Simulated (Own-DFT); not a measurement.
# Point defects and the pressure they add: 2H SiC

Calculated, not measured: single-point runs of Own-DFT, a retired in-house plane-wave DFT program that no person has reviewed, on unrelaxed cells, without spin or spin-orbit coupling.

Common settings: PBE; PseudoDojo norm-conserving scalar-relativistic files; cutoff 42 hartree; 4 x 4 x 3 k mesh centred on Gamma; Fermi-Dirac smearing of 0.1 eV.

Limits (not all hold for every row): a neutral cation vacancy leaves holes that likely carry spin, which these runs leave out; not probed for a lower state with spin; forces on such cells moved up to 12 meV/angstrom on a denser k mesh; forces on such cells passed a denser k mesh, each cell not checked; stress not checked against mesh or cutoff.

All runs share one cell, with vectors in Å (9.248, 0.000, 0.000); (-4.624, 8.009, 0.000); (0.000, 0.000, 10.068) and a volume of 745.7 Å³. The atoms are randomly displaced, by u rms on each axis. The defect's site can differ from row to row.

| cell | formula | u (Å) | P (GPa) |
|---|---|---|---|
| no defect | C36Si36 | 0.0283 | 3.80 |
| no defect | C36Si36 | 0.0293 | 3.71 |
| no defect | C36Si36 | 0.0590 | 7.15 |
| two Al on a Si site each | Al2C36Si34 | 0.0304 | 5.90 |
| two Al on a Si site each | Al2C36Si34 | 0.0308 | 5.79 |
| two Al on a Si site each | Al2C36Si34 | 0.0531 | 7.78 |
| one C on a Si site | C37Si35 | 0.0312 | 2.11 |
| one C on a Si site | C37Si35 | 0.0490 | 2.70 |
| one C on a Si site | C37Si35 | 0.0538 | 3.34 |
| one Si vacancy | C36Si35 | 0.0461 | 4.38 |
| one Si vacancy | C36Si35 | 0.0517 | ? |
| one Si vacancy | C36Si35 | 0.0523 | 4.26 |
| one Si vacancy | C36Si35 | 0.0538 | 5.55 |
| one C vacancy | C35Si36 | 0.0291 | 3.76 |
| one C vacancy | C35Si36 | 0.0302 | 3.64 |
| one C vacancy | C35Si36 | 0.0307 | 3.69 |

## Analysis

P = P0 + c u² + a shift for each defect gives P0 = 3.07 GPa, c = 1060 ± 131 GPa/Å² and a scatter of 0.40 GPa. The shifts, and each times the cell's volume:

- two Al on a Si site each: 1.76 ± 0.33 GPa, 8.2 eV (4.1 eV for each of its 2 sites)
- one C vacancy: -0.32 ± 0.34 GPa, -1.5 eV (not resolved)
- one Si vacancy: -1.08 ± 0.35 GPa, -5.0 eV
- one C on a Si site: -2.57 ± 0.33 GPa, -11.9 eV

Positive is outwards. The product with the volume (160.2 GPa Å³ to the eV) is nearly free of the cell's size; divided by the bulk modulus at the cell's pressure it gives the volume that the defect adds. The atoms around the defects weren't relaxed, which would change these numbers.

## Withheld run

Question: what pressure belongs in the blank (one Si vacancy, u = 0.0517 Å)?

Estimate: 4.82 ± 0.46 GPa. DFT gave 4.10 GPa.
